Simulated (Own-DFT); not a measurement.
# What a defect does to the pressure of its cell: 4H SiC

No measurement is shown. These are fixed-geometry runs of a retired plane-wave code named Own-DFT, which no person has reviewed; spin and spin-orbit coupling are neglected.

Common settings: PBE; PseudoDojo norm-conserving scalar-relativistic files; cutoff 42 hartree; 4 x 4 x 3 k mesh centred on Gamma; Fermi-Dirac smearing of 0.1 eV.

Keep in mind (not all hold for every row): not probed for a lower state with spin; forces on such cells failed a check on a denser k mesh; forces on such cells passed a denser k mesh, each cell not checked; stress not checked against mesh or cutoff.

All runs share one cell, with vectors in Å (9.248, 0.000, 0.000); (-4.624, 8.009, 0.000); (0.000, 0.000, 10.068) and a volume of 745.7 Å³. The atoms are randomly displaced, by u rms on each axis. The defect's site can differ from row to row.

| cell | formula | u (Å) | P (GPa) |
|---|---|---|---|
| no defect | C36Si36 | 0.0297 | 3.71 |
| no defect | C36Si36 | 0.0561 | 5.11 |
| no defect | C36Si36 | 0.0608 | 6.21 |
| two N on a C site each | C34N2Si36 | 0.0283 | 2.63 |
| two N on a C site each | C34N2Si36 | 0.0302 | 2.72 |
| two N on a C site each | C34N2Si36 | 0.0527 | 4.48 |
| one C on a Si site and one Si on a C site | C36Si36 | 0.0260 | 7.57 |
| one C on a Si site and one Si on a C site | C36Si36 | 0.0314 | 7.67 |
| one C on a Si site and one Si on a C site | C36Si36 | 0.0505 | 8.49 |
| one C vacancy | C35Si36 | 0.0282 | 3.57 |
| one C vacancy | C35Si36 | 0.0305 | 3.65 |
| one C vacancy | C35Si36 | 0.0458 | ? |
| one C vacancy | C35Si36 | 0.0481 | 4.86 |
| two Al on a Si site each | Al2C36Si34 | 0.0324 | 5.94 |
| two Al on a Si site each | Al2C36Si34 | 0.0498 | 7.18 |
| two Al on a Si site each | Al2C36Si34 | 0.0523 | 7.72 |

## Fit

P = P0 + c u² + a shift for each defect gives P0 = 2.91 GPa, c = 816 ± 72 GPa/Å² and a scatter of 0.25 GPa. The shifts, and each times the cell's volume:

- one C on a Si site and one Si on a C site: 3.86 ± 0.22 GPa, 18.0 eV
- two Al on a Si site each: 2.34 ± 0.21 GPa, 10.9 eV (5.4 eV for each of its 2 sites)
- one C vacancy: 0.02 ± 0.22 GPa, 0.1 eV (not resolved)
- two N on a C site each: -0.85 ± 0.22 GPa, -4.0 eV (-2.0 eV for each of its 2 sites)

Against the defect-free cell, a freed cell would be larger where the shift is positive and smaller where it is negative (160.2 GPa Å³ is 1 eV). The atoms around the defects weren't relaxed, which would change these numbers.

## Prediction

The question: what pressure belongs in the blank (one C vacancy, u = 0.0458 Å)?

From the fit: 4.64 ± 0.29 GPa. DFT gave 4.44 GPa.
